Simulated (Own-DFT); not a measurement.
## Calculated data, TiO$_{2}$ (rutile, atoms displaced)

A calculation, not a measurement: plane-wave PBE density functional theory by an unreviewed code, no spin, of a simulated periodic cell, stress positive in tension, free energy of the whole cell less one offset for each atom, oxygen file: force components 24 meV/angstrom off all-electron in one glass; forces on such cells passed a denser k mesh, this cell's mesh not checked; offsets are fitted by least squares, one for each functional and potential file, so energies compare only between cells with the same atoms and settings and are not formation energies; the far tail of each file's local potential was reset to the Coulomb form; each entry is a single point on an unrelaxed cell, so the pressure reflects the starting lattice, mostly measured values (interpolated for alloys), from which strain is counted, and rises with the displacements; printed positions are rounded, which can move forces by about a meV/angstrom; the program, named Own-DFT, is a retired in-house code; no spin-orbit coupling; before rounding, a Quantum ESPRESSO 7.3.1 run of the same cell and cutoff gave forces within 1 meV/angstrom rms on each cell, which checks the program and not the settings. Program: Own-DFT development build.

Common to all runs: functional PBE; potential files PseudoDojo norm-conserving, scalar-relativistic, standard set; wave cutoff 72 hartree; occupations Fermi-Dirac; smearing width 0.1 eV; k mesh 3 x 3 x 3 centred on Gamma.

(1) TiO$_{2}$ (rutile, atoms displaced)

```
TiO2
1.0
      9.1874     0.0000     0.0000
      0.0000     9.1874     0.0000
      0.0000     0.0000     8.8761
Ti O Ti O Ti O Ti O Ti O Ti O Ti O Ti O Ti O Ti O Ti O Ti O
2 4 2 4 2 4 2 4 2 4 2 4 2 4 2 4 2 4 2 4 2 4 2 4
Direct
  0.99506 0.99917 0.99816
  0.23960 0.24511 0.17313
  0.15291 0.14412 0.00140
  0.35737 0.34306 0.01031
  0.40670 0.09590 0.16658
  0.09729 0.40601 0.17345
  0.98927 0.99975 0.33394
  0.24863 0.24641 0.50191
  0.15736 0.14451 0.33206
  0.34653 0.34908 0.34526
  0.39345 0.09610 0.49989
  0.10377 0.39751 0.50473
  0.99705 0.98830 0.67783
  0.24922 0.25081 0.84071
  0.15371 0.15608 0.66501
  0.35282 0.34286 0.66934
  0.40188 0.09707 0.83380
  0.09573 0.40203 0.82862
  0.00389 0.50132 0.00373
  0.25244 0.74797 0.16380
  0.15356 0.64548 0.00204
  0.35044 0.85298 0.01249
  0.41324 0.60219 0.15879
  0.09130 0.90849 0.17006
  1.00000 0.50070 0.33449
  0.25462 0.74386 0.49200
  0.14347 0.65847 0.33135
  0.34300 0.85529 0.33756
  0.40040 0.59280 0.49163
  0.09857 0.90753 0.50468
  0.00214 0.49377 0.68442
  0.24954 0.75339 0.82611
  0.15274 0.66119 0.66013
  0.35405 0.84223 0.66500
  0.39997 0.60187 0.83218
  0.10458 0.90508 0.83438
  0.49699 0.00860 0.00585
  0.75376 0.25594 0.16654
  0.65551 0.15420 0.00079
  0.85759 0.34388 0.98954
  0.89895 0.10083 0.16980
  0.59312 0.39385 0.15924
  0.50319 0.00336 0.32638
  0.75221 0.24156 0.50091
  0.64949 0.15056 0.33460
  0.85112 0.34150 0.32726
  0.90028 0.09049 0.50607
  0.59509 0.39778 0.49614
  0.49603 0.00588 0.66003
  0.74837 0.25661 0.82542
  0.64977 0.14658 0.66314
  0.85168 0.35655 0.66302
  0.90487 0.09567 0.83196
  0.60359 0.40497 0.82836
  0.49699 0.49964 0.99030
  0.75839 0.75237 0.16749
  0.65381 0.65015 0.00648
  0.84443 0.83529 0.00358
  0.90138 0.60618 0.16731
  0.59405 0.91243 0.16521
  0.50744 0.49348 0.33598
  0.75400 0.75525 0.49238
  0.64735 0.65251 0.33113
  0.84432 0.85502 0.33527
  0.90781 0.59969 0.50414
  0.59584 0.89656 0.50550
  0.49913 0.50900 0.67225
  0.75889 0.75119 0.84442
  0.64718 0.64300 0.66426
  0.84654 0.84357 0.65220
  0.88665 0.59669 0.83964
  0.59227 0.90331 0.83133
```

* free energy of cell above offsets: -16.425 eV
* pressure: 6.12 GPa
* stress xx: -5.83 GPa
* stress yy: -6.22 GPa
* stress zz: -6.3 GPa
* stress yz: 0.21 GPa
* stress xz: -0.12 GPa
* stress xy: 0.09 GPa

Force:
| element | x (eV/Å) | y (eV/Å) | z (eV/Å) |
| --- | --- | --- | --- |
| Ti | 0.797 | 0.74 | 1.646 |
| Ti | 1.164 | 0.345 | 0.705 |
| O | -0.218 | 0.605 | 0.233 |
| O | -1.316 | -0.185 | -0.816 |
| O | -1.414 | 1.429 | 0.696 |
| O | 0.169 | -0.482 | -0.999 |
| Ti | 1.875 | 0.155 | 0.95 |
| Ti | 0.3 | 0.514 | 0.868 |
| O | -0.537 | 0.324 | -0.419 |
| O | -0.207 | -0.322 | -1.754 |
| O | 1.033 | -0.553 | -0.142 |
| O | -1.308 | 1.223 | -0.277 |
| Ti | 0.945 | 0.496 | -3.069 |
| Ti | 1.705 | -0.911 | -1.966 |
| O | -0.716 | -0.586 | 1.48 |
| O | -0.304 | 0.209 | 0.773 |
| O | -0.724 | 0.625 | 0.044 |
| O | 0.881 | -0.243 | 1.909 |
| Ti | -0.527 | 0.088 | 0.923 |
| Ti | 1.026 | 0.348 | 0.251 |
| O | -0.166 | 0.321 | -0.508 |
| O | -1.056 | -0.681 | -0.777 |
| O | -1.174 | 0.179 | 0.219 |
| O | 0.029 | -0.734 | -0.792 |
| Ti | -0.12 | 0.437 | 2.747 |
| Ti | -0.084 | 0.806 | 0.132 |
| O | 0.426 | -0.296 | -0.163 |
| O | 0.003 | -0.637 | -0.695 |
| O | -0.26 | 0.393 | 0.477 |
| O | -0.189 | -0.179 | -0.244 |
| Ti | -0.661 | 1.584 | -4.277 |
| Ti | 0.994 | 0.256 | -0.737 |
| O | -0.571 | -0.805 | 1.54 |
| O | -0.7 | -0.13 | 0.543 |
| O | -0.15 | -0.326 | 0.368 |
| O | -0.545 | -0.331 | 0.861 |
| Ti | 0.796 | -0.574 | -2.383 |
| Ti | -1.128 | 0.05 | -0.975 |
| O | 0.319 | 0.257 | -0.745 |
| O | -0.119 | 0.222 | 0.544 |
| O | 0.252 | -0.509 | -0.84 |
| O | 0.722 | 0.191 | 0.346 |
| Ti | -0.366 | -0.639 | 1.252 |
| Ti | -0.396 | 0.223 | -0.696 |
| O | 0.752 | 0.513 | 0.201 |
| O | 0.193 | 0.592 | 0.837 |
| O | -0.588 | 1.14 | -0.127 |
| O | 0.75 | -0.292 | 0.316 |
| Ti | -0.089 | -1.26 | 0.943 |
| Ti | -0.483 | -0.481 | 1.414 |
| O | 1.24 | 1.349 | 0.148 |
| O | -0.902 | -1.319 | 0.102 |
| O | -0.527 | 0.014 | 0.479 |
| O | -0.088 | -0.281 | 0.221 |
| Ti | 0.142 | 0.127 | 2.515 |
| Ti | -2.624 | -1.389 | 0.907 |
| O | 0.211 | 0.45 | -0.408 |
| O | 1.971 | 2.499 | -0.26 |
| O | 0.661 | -1.042 | -0.202 |
| O | 1.405 | -1.31 | 0.355 |
| Ti | -0.314 | -0.246 | -0.533 |
| Ti | -1.469 | -1.696 | 1.303 |
| O | 0.976 | 0.444 | -0.294 |
| O | -0.236 | -0.401 | -0.582 |
| O | -0.253 | -0.235 | -0.752 |
| O | -0.03 | 0.48 | -0.685 |
| Ti | 0.362 | -0.206 | -2.172 |
| Ti | -3.65 | -0.046 | -2.404 |
| O | 0.54 | 0.741 | 0.069 |
| O | 0.529 | 0.391 | 2.171 |
| O | 2.072 | -0.949 | -0.084 |
| O | 0.968 | -0.488 | 0.289 |

(2) TiO$_{2}$ (rutile, atoms displaced)

```
TiO2
1.0
      9.1874     0.0000     0.0000
      0.0000     9.1874     0.0000
      0.0000     0.0000     8.8761
Ti O Ti O Ti O Ti O Ti O Ti O Ti O Ti O Ti O Ti O Ti O Ti O
2 4 2 4 2 4 2 4 2 4 2 4 2 4 2 4 2 4 2 4 2 4 2 4
Direct
  0.00455 0.00955 0.00214
  0.24010 0.24294 0.17387
  0.15908 0.15560 0.99102
  0.34380 0.35044 0.98452
  0.39378 0.10276 0.17006
  0.10994 0.40499 0.17053
  0.00132 0.99148 0.32513
  0.24686 0.24648 0.49953
  0.15309 0.15509 0.34410
  0.34723 0.34797 0.33428
  0.40449 0.09973 0.49734
  0.09497 0.40980 0.49550
  0.00801 0.00286 0.66860
  0.24884 0.24922 0.83109
  0.15037 0.15700 0.66764
  0.35224 0.34486 0.66910
  0.39246 0.10351 0.83034
  0.10424 0.40323 0.83336
  0.99917 0.50307 0.99579
  0.25537 0.74536 0.17742
  0.16547 0.64698 0.99912
  0.34807 0.85151 0.00042
  0.40665 0.58781 0.17847
  0.09801 0.90556 0.16953
  0.99405 0.50812 0.32210
  0.24518 0.74770 0.51322
  0.15263 0.65619 0.33650
  0.35269 0.84595 0.33359
  0.39894 0.60045 0.50416
  0.10141 0.88375 0.49788
  0.00266 0.49993 0.67574
  0.25904 0.74192 0.83806
  0.15379 0.64576 0.66876
  0.34349 0.84187 0.65561
  0.40091 0.61028 0.83537
  0.08873 0.90611 0.82923
  0.50458 0.99746 0.99443
  0.75233 0.25001 0.16126
  0.64926 0.16025 0.98801
  0.85275 0.35593 0.99487
  0.90768 0.09792 0.16345
  0.58359 0.40652 0.16424
  0.49569 0.00070 0.33320
  0.73128 0.25247 0.49040
  0.65324 0.15144 0.32704
  0.85363 0.34620 0.33069
  0.89775 0.09207 0.50410
  0.59836 0.39888 0.50352
  0.50088 0.99327 0.67447
  0.74756 0.25599 0.83577
  0.64882 0.14969 0.66856
  0.84063 0.35010 0.66377
  0.90304 0.10235 0.82294
  0.59411 0.39800 0.83301
  0.49930 0.49357 0.99228
  0.74648 0.74730 0.16685
  0.64948 0.65319 0.99931
  0.84260 0.85152 0.00406
  0.89310 0.59723 0.16680
  0.59569 0.90771 0.16482
  0.50493 0.49464 0.33994
  0.74753 0.75870 0.48894
  0.65542 0.64498 0.33739
  0.85298 0.84233 0.33635
  0.90896 0.60004 0.50417
  0.60009 0.91021 0.50757
  0.48680 0.50310 0.66544
  0.74213 0.75015 0.84133
  0.64504 0.65772 0.66991
  0.85198 0.85533 0.67015
  0.90413 0.59373 0.83632
  0.60267 0.89753 0.82603
```

- free energy of cell above offsets: -15.652 eV
- pressure: 6.78 GPa
- stress xx: -6.64 GPa
- stress yy: -6.95 GPa
- stress zz: -6.75 GPa
- stress yz: 0.12 GPa
- stress xz: -0.2 GPa
- stress xy: 1.04 GPa

Force:
| element | x (eV/Å) | y (eV/Å) | z (eV/Å) |
| --- | --- | --- | --- |
| Ti | 0.017 | -0.786 | -2.799 |
| Ti | 0.953 | 1.201 | -0.395 |
| O | -1.545 | -1.144 | 1.63 |
| O | 0.946 | 0.82 | 1.319 |
| O | 1.097 | -0.824 | -0.537 |
| O | -1.274 | 0.466 | -0.508 |
| Ti | -0.429 | 0.715 | 3.303 |
| Ti | 0.122 | 1.598 | 0.675 |
| O | -0.986 | -1.081 | -1.199 |
| O | 0.051 | -0.33 | 0.103 |
| O | -0.086 | -0.223 | 0.117 |
| O | 0.654 | -0.846 | 0.337 |
| Ti | -2.015 | -0.322 | -1.103 |
| Ti | 0.484 | 0.734 | -0.134 |
| O | 0.168 | -0.117 | -0.836 |
| O | 0.232 | 0.826 | -0.589 |
| O | 2.076 | -2.275 | 0.27 |
| O | -1.05 | 0.574 | 0.564 |
| Ti | 1.232 | -0.18 | -0.203 |
| Ti | 0.573 | -0.885 | 0.278 |
| O | -0.935 | 0.105 | 0.347 |
| O | 0.507 | 0.362 | -0.098 |
| O | -1.127 | 1.705 | -0.786 |
| O | 0.56 | -0.423 | -0.838 |
| Ti | 1.12 | -0.684 | 3.55 |
| Ti | -0.827 | -0.614 | -1.625 |
| O | -0.19 | -0.315 | -1.43 |
| O | 0.288 | 0.238 | -0.32 |
| O | 1.028 | -1.18 | -0.247 |
| O | -1.268 | 2.212 | -0.576 |
| Ti | -0.766 | -0.979 | -3.175 |
| Ti | -1.939 | 1.598 | 0.335 |
| O | 0.249 | 0.288 | 0.931 |
| O | 1.485 | 1.582 | 2.076 |
| O | 1.512 | -1.546 | -0.321 |
| O | 1.345 | -0.906 | 1.595 |
| Ti | -1.318 | 0.434 | 1.146 |
| Ti | 0.045 | 0.617 | 0.892 |
| O | -0.306 | -0.946 | 1.809 |
| O | -0.651 | -0.905 | 1.081 |
| O | -0.906 | 0.821 | 0.348 |
| O | 2.227 | -1.695 | -0.168 |
| Ti | -1.021 | 0.091 | 0.589 |
| Ti | 2.857 | -1.353 | 2.43 |
| O | 0.015 | 0.21 | -1.014 |
| O | -1.226 | -0.43 | -0.87 |
| O | 0.458 | 0 | -1.273 |
| O | -0.851 | 0.845 | 0.374 |
| Ti | -0.313 | 1.693 | -1.918 |
| Ti | 1.289 | -0.226 | -3.325 |
| O | -0.253 | 0.126 | -0.123 |
| O | 0.184 | 0.094 | 0.137 |
| O | -0.053 | 0.289 | 1.72 |
| O | -0.411 | 1.102 | -0.004 |
| Ti | -0.983 | -0.893 | 1.639 |
| Ti | -0.107 | 0.4 | -0.881 |
| O | -0.118 | -0.117 | 0.69 |
| O | 0.12 | -0.169 | 0.446 |
| O | 0.307 | 0.22 | -0.99 |
| O | 0.371 | -0.299 | -0.32 |
| Ti | -1.66 | 0.197 | -1.403 |
| Ti | 0.887 | -0.8 | 3.866 |
| O | 0.15 | 0.795 | -0.306 |
| O | -0.29 | 0.385 | -1.259 |
| O | -0.88 | 0.504 | -0.586 |
| O | 0.088 | -0.546 | -0.982 |
| Ti | 0.721 | 0.218 | -0.358 |
| Ti | 1.921 | -0.323 | -2.865 |
| O | 0.296 | -0.347 | 0.016 |
| O | -1.042 | -1.394 | -0.113 |
| O | -0.365 | 0.761 | 0.592 |
| O | -1.444 | 1.271 | 1.275 |
